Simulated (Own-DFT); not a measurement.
# Computed records: GaN (wurtzite, strained, atoms displaced), GaAs (zincblende with one plane slipped along a stacking-fault path, atoms displaced), SiC (2H silicon carbide, atoms displaced)

Computed with Own-DFT development build. A calculation, not a measurement: plane-wave PBE density functional theory by an unreviewed code, no spin, of a simulated periodic cell, stress positive in tension, free energy of the whole cell less one offset for each atom, forces on such cells passed a denser k mesh, this cell's mesh not checked; offsets are fitted by least squares, one for each functional and potential file, so energies compare only between cells with the same atoms and settings and are not formation energies; the far tail of each file's local potential was reset to the Coulomb form; each entry is a single point on an unrelaxed cell, so the pressure reflects the starting lattice, mostly measured values (interpolated for alloys), from which strain is counted, and rises with the displacements; printed positions are rounded, which can move forces by about a meV/angstrom; the program, named Own-DFT, is a retired in-house code; no spin-orbit coupling.

Common to all runs: functional PBE.

(1) GaN (wurtzite, strained, atoms displaced)

```
CELL_PARAMETERS angstrom
12.75600 0.00000 0.00000
-4.78350 8.28530 0.00000
0.00000 0.00000 10.49960
ATOMIC_POSITIONS crystal
Ga 0.07991 0.23227 0.99970
Ga 0.17081 0.10581 0.25822
N 0.08300 0.22640 0.18964
N 0.16642 0.11548 0.43619
Ga 0.08286 0.22741 0.50434
Ga 0.16787 0.11257 0.74668
N 0.09111 0.22892 0.69133
N 0.16068 0.10521 0.93523
Ga 0.07700 0.55641 0.99522
Ga 0.16851 0.44373 0.25784
N 0.08168 0.55398 0.18662
N 0.16559 0.43499 0.44137
Ga 0.08112 0.55818 0.50466
Ga 0.16907 0.44482 0.75596
N 0.08305 0.55281 0.69585
N 0.17154 0.43651 0.93283
Ga 0.08737 0.87766 0.99397
Ga 0.16957 0.77851 0.25250
N 0.07931 0.88877 0.18826
N 0.16932 0.78323 0.45441
Ga 0.08051 0.89152 0.50019
Ga 0.16031 0.76758 0.74367
N 0.07929 0.88224 0.69185
N 0.16738 0.78255 0.93346
Ga 0.32865 0.22294 0.99744
Ga 0.41884 0.11096 0.25115
N 0.34005 0.22930 0.18606
N 0.41614 0.11304 0.43826
Ga 0.32710 0.21624 0.50398
Ga 0.41667 0.11010 0.74954
N 0.33625 0.23025 0.69122
N 0.41993 0.11138 0.93941
Ga 0.33587 0.55643 0.99690
Ga 0.42092 0.45316 0.25926
N 0.33025 0.54787 0.17811
N 0.41149 0.44176 0.44464
Ga 0.33321 0.55357 0.50378
Ga 0.41682 0.43837 0.75422
N 0.34029 0.55512 0.69537
N 0.42478 0.45097 0.93476
Ga 0.32693 0.88693 0.99900
Ga 0.41576 0.77988 0.24827
N 0.32555 0.88773 0.18707
N 0.41641 0.78049 0.43689
Ga 0.33220 0.89647 0.50072
Ga 0.41629 0.77694 0.74775
N 0.33476 0.89063 0.69466
N 0.41579 0.78039 0.93416
Ga 0.59034 0.22054 0.00061
Ga 0.66104 0.09810 0.25567
N 0.57960 0.20983 0.18990
N 0.66767 0.10648 0.43345
Ga 0.58715 0.22203 0.49792
Ga 0.66341 0.10921 0.75336
N 0.58234 0.22249 0.69378
N 0.66426 0.10890 0.93963
Ga 0.58054 0.54995 0.00044
Ga 0.66931 0.44032 0.25029
N 0.58514 0.55823 0.18683
N 0.66442 0.44771 0.44074
Ga 0.58619 0.55069 0.49463
Ga 0.66353 0.43459 0.75509
N 0.59057 0.55860 0.69086
N 0.66939 0.44257 0.94005
Ga 0.57876 0.88162 0.00123
Ga 0.66808 0.78198 0.24630
N 0.58282 0.88842 0.19455
N 0.66227 0.77195 0.43381
Ga 0.57940 0.88329 0.49521
Ga 0.66818 0.78144 0.75088
N 0.58568 0.88181 0.68096
N 0.66621 0.77665 0.93820
Ga 0.83013 0.22305 0.00053
Ga 0.92253 0.11705 0.24745
N 0.83341 0.22414 0.19666
N 0.91501 0.11057 0.44276
Ga 0.84098 0.22220 0.48935
Ga 0.91951 0.10516 0.74649
N 0.83327 0.21678 0.69061
N 0.92157 0.12036 0.93194
Ga 0.83463 0.55825 0.99621
Ga 0.92196 0.44230 0.24875
N 0.83313 0.55817 0.18882
N 0.92043 0.43810 0.44703
Ga 0.84164 0.56028 0.50137
Ga 0.90786 0.43512 0.74865
N 0.83693 0.55808 0.68819
N 0.91380 0.44169 0.93945
Ga 0.83611 0.89073 0.00387
Ga 0.91689 0.77785 0.25103
N 0.83148 0.88694 0.19210
N 0.92148 0.77828 0.44096
Ga 0.83029 0.88749 0.49729
Ga 0.92535 0.78068 0.74865
N 0.83692 0.88315 0.69194
N 0.91493 0.77470 0.93811
```

* potential files: PseudoDojo norm-conserving, scalar-relativistic, standard set with the stringent files for Ga
* wave cutoff: 96 hartree
* occupations: Gaussian
* smearing width: 0.01 eV
* k mesh: 3 x 4 x 3 centred on Gamma
* free energy of cell above offsets: -6.889 eV
* pressure: 4.16 GPa
* stress xx: -5.62 GPa
* stress yy: -5.99 GPa
* stress zz: -0.85 GPa
* stress yz: -0.31 GPa
* stress xz: 0.17 GPa
* stress xy: -0.35 GPa

Force:
```csv
element,x (eV/Å),y (eV/Å),z (eV/Å)
Ga,1.481,-1.752,0.698
Ga,-0.459,0.997,-2.247
N,1.033,-0.227,-0.167
N,-0.25,-0.721,1.339
Ga,0.223,-1.328,0.358
Ga,0.245,-0.445,1.042
N,-0.78,-0.751,-0.896
N,0.238,0.38,0.312
Ga,1.626,-0.159,0.335
Ga,-0.016,0.076,-1.184
N,0.888,0.606,0.07
N,-0.664,2.276,-0.066
Ga,1.445,-0.214,0.567
Ga,0.352,0.379,-1.14
N,-0.149,-1.055,-0.827
N,-1.226,2.037,1.153
Ga,-3.172,2.183,1.31
Ga,-1.599,-0.556,0.506
N,1.253,-0.177,-0.051
N,-0.741,-0.787,-1.863
Ga,0.679,0.461,0.682
Ga,0.776,1.542,0.604
N,1.693,1.806,-1.362
N,1.287,-2.15,-0.616
Ga,0.672,-0.141,0.23
Ga,-0.964,0.203,-0.422
N,-0.574,-0.475,0.672
N,0.162,0.304,0.184
Ga,0.706,0.982,-0.032
Ga,-0.359,0.173,0.939
N,0.208,-2.057,-0.787
N,-0.559,0.164,-0.037
Ga,0.075,-0.027,-0.425
Ga,-0.049,-0.791,-1.134
N,-0.011,1.094,1.845
N,0.953,-0.011,-0.502
Ga,-0.264,0.577,0.646
Ga,0.935,1.959,-0.535
N,-1.299,-0.028,-0.982
N,-1.318,-1.153,0.537
Ga,1.259,0.793,-0.181
Ga,-0.424,-0.896,-0.068
N,1.498,0.258,-0.029
N,-0.876,-0.623,-0.1
Ga,1.451,-0.392,0.916
Ga,0.662,0.179,0.061
N,-0.534,-0.438,-1.165
N,-0.168,-0.255,0.705
Ga,-1.97,0.141,0.607
Ga,0.273,1.851,-0.89
N,0.681,1.092,-0.118
N,-0.136,0.497,1.469
Ga,-0.236,0.053,0.534
Ga,0.886,-0.629,-0.805
N,0.467,-0.825,-1.363
N,1.06,-0.733,-0.119
Ga,1.102,0.73,0.241
Ga,-0.721,-0.014,-0.136
N,0.181,-0.367,0.45
N,2.645,-1.172,-0.948
Ga,-1.943,0.916,1.909
Ga,-0.01,2.012,-0.456
N,-0.524,-0.709,-0.475
N,-0.299,-0.186,0.199
Ga,0.264,0.434,0.033
Ga,0.172,-1.026,0.519
N,-0.38,-0.875,-1.518
N,0.498,0.413,0.08
Ga,0.656,0.275,0.554
Ga,0.805,-0.873,0.052
N,-1.228,1.097,0.613
N,0.174,0.293,0.49
Ga,0.702,-0.597,0.352
Ga,-0.56,-0.861,0.554
N,-0.202,-0.868,-1.086
N,1.829,-0.806,-1.098
Ga,-2.266,-0.74,2.156
Ga,-0.421,0.556,0.184
N,-0.294,-0.25,-0.767
N,-0.992,-1.08,1.005
Ga,-0.295,-0.185,0.854
Ga,-1.437,0.556,0.57
N,0.818,-0.583,-0.001
N,-0.94,1.446,-1.618
Ga,-0.941,-0.879,0.288
Ga,0.848,0.27,0.142
N,-0.314,-0.583,0.046
N,-0.113,0.147,-0.411
Ga,-0.197,0.214,-0.665
Ga,-0.137,-0.165,0.042
N,0.494,0.974,-0.398
N,-1.21,-0.065,-0.73
Ga,0.109,-0.494,0.742
Ga,-2.29,-1.35,1.085
N,-0.496,0.485,-0.979
N,0.539,0.643,-0.082
```

(2) GaAs (zincblende with one plane slipped along a stacking-fault path, atoms displaced)

```
CELL_PARAMETERS angstrom
5.65330 -5.65330 0.00000
0.00000 5.65330 -5.65330
12.06040 12.06040 9.79910
ATOMIC_POSITIONS crystal
Ga 0.99674 0.00081 0.99969
As 0.97910 0.96085 0.12578
Ga 0.14397 0.28935 0.16893
As 0.12503 0.25211 0.29418
Ga 0.28310 0.07069 0.33198
As 0.27287 0.04623 0.45672
Ga 0.06943 0.13780 0.49841
As 0.05291 0.10109 0.62597
Ga 0.21075 0.41718 0.66800
As 0.19148 0.39394 0.78558
Ga 0.35749 0.21378 0.83294
As 0.34207 0.17932 0.95881
Ga 0.99453 0.49424 0.00177
As 0.98443 0.46619 0.12322
Ga 0.14243 0.78920 0.16646
As 0.12758 0.75495 0.29413
Ga 0.29132 0.57425 0.33281
As 0.26700 0.53621 0.45904
Ga 0.06165 0.63244 0.50525
As 0.04868 0.60320 0.62328
Ga 0.21284 0.92453 0.66652
As 0.20285 0.88868 0.79141
Ga 0.35472 0.70347 0.83485
As 0.33517 0.67890 0.95682
Ga 0.50920 0.00445 0.00043
As 0.47656 0.96660 0.12482
Ga 0.63583 0.28788 0.16768
As 0.63244 0.25931 0.28915
Ga 0.79282 0.07649 0.33310
As 0.77304 0.03346 0.45714
Ga 0.56727 0.13062 0.50096
As 0.55664 0.10228 0.62471
Ga 0.71080 0.41658 0.66837
As 0.69901 0.39590 0.79151
Ga 0.85605 0.20337 0.83480
As 0.85231 0.18834 0.95567
Ga 0.50708 0.50120 0.99732
As 0.48241 0.46777 0.12504
Ga 0.64636 0.78577 0.16780
As 0.62967 0.76109 0.29019
Ga 0.78864 0.57726 0.33329
As 0.76627 0.53945 0.45917
Ga 0.55944 0.62721 0.50245
As 0.55156 0.60258 0.62639
Ga 0.71355 0.91549 0.66527
As 0.69693 0.89900 0.79383
Ga 0.86163 0.71378 0.83333
As 0.83319 0.66835 0.96278
```

* potential files: PseudoDojo norm-conserving, scalar-relativistic, standard set
* wave cutoff: 42 hartree
* occupations: Fermi-Dirac
* smearing width: 0.1 eV
* k mesh: 4 x 4 x 2 centred on Gamma
* free energy of cell above offsets: -16.804 eV
* pressure: 4.38 GPa
* stress xx: -5.51 GPa
* stress yy: -5.19 GPa
* stress zz: -2.45 GPa
* stress yz: -0.29 GPa
* stress xz: 0.05 GPa
* stress xy: -0.46 GPa

Force:
```csv
element,x (eV/Å),y (eV/Å),z (eV/Å)
Ga,0.364,-0.269,0.246
As,0.153,0.175,-0.615
Ga,-0.214,-0.196,0.064
As,-0.031,-0.445,-0.399
Ga,0.708,0.017,-0.481
As,-1.015,-1.492,1.315
Ga,1.676,1.471,-1.036
As,-0.32,-0.259,-0.179
Ga,-0.715,-0.322,-1.135
As,1.075,0.577,1.296
Ga,-0.18,0.079,-0.19
As,-0.297,-0.127,0.17
Ga,0.394,-0.212,-0.54
As,0.173,0.597,0.628
Ga,0.01,0.016,0.421
As,-0.477,-0.721,0.072
Ga,0.176,0.335,-0.105
As,-1.694,-0.66,0.958
Ga,0.48,0.096,-1.774
As,0.968,0.502,0.939
Ga,0.19,-0.2,0.033
As,-0.095,0.298,-0.045
Ga,-0.087,-0.149,-0.459
As,0.576,0.127,0.408
Ga,-0.277,-0.172,-0.09
As,0.554,-0.432,0.105
Ga,0.071,-0.666,-0.409
As,0.134,0.396,0.734
Ga,-0.334,0.501,-0.117
As,-1.728,-0.467,1.271
Ga,1.173,0.744,-1.282
As,-0.122,0.054,0.43
Ga,-0.027,0.104,-0.498
As,0.139,-0.136,0.595
Ga,-0.036,0.36,-1.322
As,-0.237,0.362,0.847
Ga,-0.604,1.111,0.464
As,-0.348,-0.042,-0.094
Ga,-0.559,0.247,-0.348
As,0.136,-0.093,0.557
Ga,-0.067,0.269,-0.003
As,-1.097,-1.532,1.072
Ga,1.395,1.015,-1.209
As,-0.195,-0.348,0.651
Ga,0.52,0.814,-0.252
As,-0.684,-1.122,0.759
Ga,0.182,0.456,-0.118
As,0.193,-0.659,-1.332
```

(3) SiC (2H silicon carbide, atoms displaced)

```
CELL_PARAMETERS angstrom
6.16540 0.00000 0.00000
-3.08270 5.33940 0.00000
0.00000 0.00000 10.06810
ATOMIC_POSITIONS crystal
Si 0.99010 0.00479 0.99516
Si 0.16848 0.33543 0.25090
C 0.99569 0.00266 0.18654
C 0.16179 0.33169 0.43299
Si 0.00849 0.00783 0.49756
Si 0.16850 0.33210 0.75096
C 0.00249 0.99217 0.68387
C 0.16755 0.32680 0.93964
Si 0.99806 0.50665 0.00061
Si 0.16522 0.82730 0.25188
C 0.00062 0.50693 0.18167
C 0.17681 0.84229 0.43840
Si 0.99074 0.50082 0.49993
Si 0.17098 0.83036 0.74995
C 0.99581 0.49365 0.68544
C 0.17493 0.84161 0.93435
Si 0.48411 0.98652 0.00072
Si 0.67227 0.33579 0.24770
C 0.49161 0.00262 0.19081
C 0.67100 0.33674 0.43786
Si 0.50796 0.00656 0.49534
Si 0.66266 0.33277 0.75097
C 0.50126 0.00472 0.68804
C 0.66466 0.33127 0.93629
Si 0.50182 0.50847 0.99645
Si 0.66640 0.83758 0.24823
C 0.51078 0.50481 0.19047
C 0.66591 0.82811 0.43784
Si 0.49591 0.49492 0.50248
Si 0.67043 0.83863 0.76124
C 0.49901 0.49009 0.68715
C 0.66607 0.83835 0.93387
```

- potential files: PseudoDojo norm-conserving, scalar-relativistic, standard set
- wave cutoff: 42 hartree
- occupations: Fermi-Dirac
- smearing width: 0.1 eV
- hardware: one NVIDIA H100
- k mesh: 5 x 5 x 3 centred on Gamma
- free energy of cell above offsets: -4.313 eV
- pressure: 4.02 GPa
- stress xx: -2.4 GPa
- stress yy: -2.38 GPa
- stress zz: -7.29 GPa
- stress yz: 0.06 GPa
- stress xz: -0.6 GPa
- stress xy: -1.35 GPa
- wall time: 122.4 s

Force:
```csv
element,x (eV/Å),y (eV/Å),z (eV/Å)
Si,1.89,-0.494,1.459
Si,0.189,0.108,-1.286
C,0.496,-0.066,-0.281
C,-0.025,0.805,1.213
Si,-0.776,-1.202,0.097
Si,-0.165,-0.641,-0.676
C,-0.648,0.631,1.33
C,-1.027,1.791,-0.546
Si,0.398,-0.62,-1.367
Si,-1.15,1.101,-0.191
C,0.727,-0.723,1.481
C,-0.561,-0.907,-0.215
Si,1.66,0.631,0.008
Si,-0.304,0.041,-1.096
C,0.307,0.356,0.805
C,-1.963,-1.384,0.403
Si,0.981,2.487,0.477
Si,-0.465,0.162,0.312
C,1.041,-0.412,-0.896
C,-0.697,-0.116,-0.738
Si,0.42,-0.808,1.214
Si,0.805,-0.33,-0.235
C,0.745,-0.717,-0.137
C,-0.105,0.203,0.741
Si,0.742,-1.441,1.061
Si,0.116,-0.256,0.734
C,-1.224,-0.027,-1.067
C,0.169,0.563,-0.062
Si,-0.154,0.65,-0.785
Si,-0.056,-0.396,-5.154
C,-0.912,1.461,0.801
C,-0.452,-0.45,2.594
```
